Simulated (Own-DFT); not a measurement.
# Hybrid less PBE against volume: corundum Al2O3, 78 atoms (Al32O46), with two O vacancies

All values are computed. Each geometry was run twice at fixed positions with Own-DFT, a retired in-house plane-wave program that no person has reviewed: with PBE, and with HSE06 (exact exchange share 0.25 at short range, screening 0.11 per bohr, Gygi-Baldereschi treatment of its divergence). Both used PseudoDojo norm-conserving files made for PBE, a cutoff of 48 hartree, the Gamma point alone, fixed occupations, a neutral cell and no spin. The unstrained cell is 7.9 Å across at its thinnest, so Gamma alone is coarse and defects feel their images. The oxygen file's force components were 24 meV/Å off all-electron values in a glass.

Unstrained cell vectors in Å: (5.494, 0.000, 8.660); (-2.747, 4.758, 8.660); (-2.747, -4.758, 8.660), volume V0 = 679.1 Å³, from measured lattice constants. Each geometry has its own random strain of a few per cent, its own defect sites and random moves of rms u per axis. HSE06 gave the energy alone. D is its energy less that of PBE, over the lowest D shown. The PBE stress wasn't checked against mesh or cutoff.

```
run  V - V0 (Å³)   u (Å)  P with PBE (GPa)  D (eV)
  1          5.7  0.0308              4.94   1.278
  2         12.6  0.0290              2.78   1.525
  3        -20.7  0.0545             17.50   0.409
  4         -3.7  0.0286              8.25   0.892
  5         -2.6  0.0514             10.41   1.152
  6         29.7  0.0483             -1.29   2.358
  7        -26.8  0.0303             18.32   0.000
  8          3.3  0.0316              6.10   1.174
  9        -12.6  0.0316             12.52   0.571
 10        -18.3  0.0298             14.53   0.294
 11          6.0  0.0306              5.13   1.291
 12         15.9  0.0285              1.20   1.707
 13         22.3  0.0525              1.35       ?
```

## Working it out

D = 0.96 + 0.0398 (V - V0) + 98 u² eV, with an error of 0.0004 on the volume slope, 9 on the last term and a scatter of 0.02 eV. Pressure is -dE/dV, and 1 eV/Å³ is 160.2 GPa, so HSE06 changes the pressure by -6.4 ± 0.1 GPa. With the ions held to the strained lattice, the PBE pressure falls by 256 ± 5 GPa per unit of volume strain; the shape of the strain isn't fitted, so the true error is larger, and a relaxed crystal would be softer. On that slope HSE06's volume at a given pressure is about 2.5 % smaller, or 0.8 % in lengths. At u = 0 and V0 the PBE pressure is 6.3 GPa, which puts the zero-pressure volume, against the measured cell and with the defects in, at +2.5 % for PBE and -0.0 % for HSE06, each good to a few tenths of a per cent.

## The run left out

Q: what D should run 13 give?

Estimate: 2.12 eV, with rows scattering by 0.02. The run itself gave 2.144 eV.
